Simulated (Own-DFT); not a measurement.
# Bulk modulus against bond length in tetrahedral crystals

No measurement is shown. These are fixed-geometry runs of a retired plane-wave code named Own-DFT, which no person has reviewed; spin and spin-orbit coupling are neglected.

Caveats (not all hold for every row): forces on such cells moved up to 12 meV/angstrom on a denser k mesh; forces not confirmed at this smearing and k mesh; k mesh not checked against a denser one; forces on such cells passed a denser k mesh, each cell not checked; stress not checked against mesh or cutoff.

All runs are PBE with PseudoDojo norm-conserving files; cutoff and k mesh are each material's own. Every cell starts from measured lattice constants and was given uniform random strains and small random moves of its atoms. Each triple is the change of volume in per cent, the rms move u in Å and the pressure in GPa.

- wurtzite AlN (Al64N64), 10.45 Å³/atom unstrained: (-3.93, 0.052, 14.86); (-1.38, 0.050, 8.71); (0.01, 0.051, 6.15); (0.12, 0.053, 5.50); (0.27, 0.052, 5.40); (1.72, 0.053, 2.44); (2.19, 0.051, 1.55)
- wurtzite GaN (Ga36N36), 11.42 Å³/atom unstrained: (-1.32, 0.048, 10.52); (-0.93, 0.049, 9.71); (-0.86, 0.050, 9.68); (-0.63, 0.048, 8.89); (1.85, 0.052, 4.91); (2.40, 0.049, 3.09); (3.51, 0.048, 1.06)
- diamond silicon (Si64), 20.02 Å³/atom unstrained: withheld
- zincblende GaP (Ga32P32), 20.24 Å³/atom unstrained: (-2.29, 0.052, 5.74); (-1.91, 0.051, 5.14); (-1.46, 0.048, 4.94); (-0.74, 0.053, 4.19); (-0.47, 0.053, 3.75); (-0.05, 0.053, 3.37); (3.25, 0.052, 0.74)
- zincblende GaAs (As32Ga32), 22.58 Å³/atom unstrained: (-3.82, 0.051, 7.21); (-3.22, 0.051, 6.66); (-2.03, 0.049, 6.01); (-1.85, 0.047, 5.55); (-1.68, 0.045, 5.41); (-1.01, 0.055, 4.79); (1.57, 0.051, 2.96)
- grey tin (Sn64), 34.15 Å³/atom unstrained: (-2.51, 0.049, 5.10); (-1.86, 0.045, 4.63); (-1.79, 0.049, 4.66); (-0.46, 0.049, 3.98); (0.00, 0.046, 3.59); (0.43, 0.048, 3.40); (1.78, 0.047, 2.74)

## Analysis

Fit a line to each set against the fractional change of volume; B is minus its slope, and u is nearly the same within a set. To take it to zero pressure, assume that B rises by 4 GPa for each GPa: B0 = B - 4 x (mean pressure). The bond length of an ideal tetrahedral crystal with the unstrained volume v is d = (√3/4)(8 v)^(1/3). Cohen's empirical rule reads B0 = (1971 - 220 L) d^(-3.5) GPa, with L = 0 for group IV crystals and SiC and 1 for III-V compounds.

```
material,L,d (Å),B (GPa),mean P (GPa),B0 (GPa),rule (GPa)
wurtzite AlN (Al64N64),1,1.893,217 ± 5,6.4,191 ± 5,188
wurtzite GaN (Ga36N36),1,1.950,192 ± 6,6.8,165 ± 6,169
diamond silicon (Si64),0,2.352,?,?,?,99
zincblende GaP (Ga32P32),1,2.360,89 ± 4,4.0,73 ± 4,87
zincblende GaAs (As32Ga32),1,2.448,79 ± 3,5.5,57 ± 3,76
grey tin (Sn64),0,2.810,55 ± 2,4.0,39 ± 2,53
```

A line through ln[B0/(1971 - 220 L)] against ln d has a slope of -4.4 ± 0.1 and a scatter of 5 %. Against the rule, B0 stands at 102 % for wurtzite AlN, 97 % for wurtzite GaN, 84 % for zincblende GaP, 75 % for zincblende GaAs, 73 % for grey tin. PBE tends to make silicon and heavier crystals too soft, and the rule itself is only a guide.

## Prediction

Question: what B0 does the fitted trend give for diamond silicon (Si64)?

The line gives 82 GPa. Its own runs give B = 98 ± 3 GPa at a mean pressure of 3.4 GPa, so B0 = 84 GPa.
